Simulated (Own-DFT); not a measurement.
# Strain and stress in wurtzite AlGaN with randomly placed atoms, 72 atoms (Al9Ga27N36)

All numbers below are calculated, not measured. The program, named Own-DFT, is a retired in-house plane-wave density functional code that no person has reviewed. Each row is one single-point run on a periodic cell that was not relaxed, without spin or spin-orbit coupling.

Settings of every run: PBE; PseudoDojo norm-conserving scalar-relativistic files; cutoff 42 hartree; 4 x 4 x 3 k mesh centred on Gamma; Fermi-Dirac smearing of 0.1 eV.

Known limits: forces on such cells passed a denser k mesh, each cell not checked; stress not checked against mesh or cutoff.

Unstrained cell vectors in Å: (9.509, 0.000, 0.000); (-4.755, 8.235, 0.000); (0.000, 0.000, 10.268). The unstrained cell has measured lattice constants (interpolated for alloys), not those of this functional. That, the random moves and any unrelaxed bonds set the pressure at no strain. Each run strains this cell uniformly, with the atoms carried along. Every atom was also moved at random, by a Gaussian of width 0.05 Å on each axis. The random placing of the alloy's atoms differs from row to row. Strain is the symmetric tensor, in per cent. Stress is positive in tension, and the pressure is minus a third of its trace.

```
run,e_xx (%),e_yy (%),e_zz (%),s_xx (GPa),s_yy (GPa),s_zz (GPa),P (GPa),E (meV/atom)
1,-2.75,-2.75,0.00,-26.54,-23.45,-11.53,20.50,71.3
2,-1.00,-1.00,0.00,-11.30,-12.51,-11.64,11.82,24.2
3,0.25,0.25,0.00,-6.92,-7.26,-6.23,6.81,18.8
4,-0.75,-0.75,0.00,-13.14,-12.37,-8.69,11.40,41.4
5,0.50,0.50,0.00,-3.90,-5.19,-6.72,5.27,0.0
6,-1.75,-1.75,0.00,-17.27,-19.87,-9.23,15.46,42.4
7,2.00,2.00,0.00,1.70,2.72,-4.55,0.04,6.0
8,2.75,2.75,0.00,5.15,6.22,-3.33,-2.68,2.0
9,1.50,1.50,0.00,?,?,?,?,?
```

E is the free energy for each atom above the lowest run shown.

## Worked fit

The change of volume is close to e_xx + e_yy + e_zz. A straight line through the runs shown gives P = 8.25 - 209 x (fractional change of volume) GPa, with an error of 7 on the slope and a scatter of 0.67 GPa. The strain isn't the same on all axes and the cell isn't cubic, so the slope belongs to this path and is not the bulk modulus.

## Withheld run

Question: what pressure should run 9 give? Its volume changes by 3.02 %.

The line gives 1.9 GPa. The calculation gave 1.71 GPa.
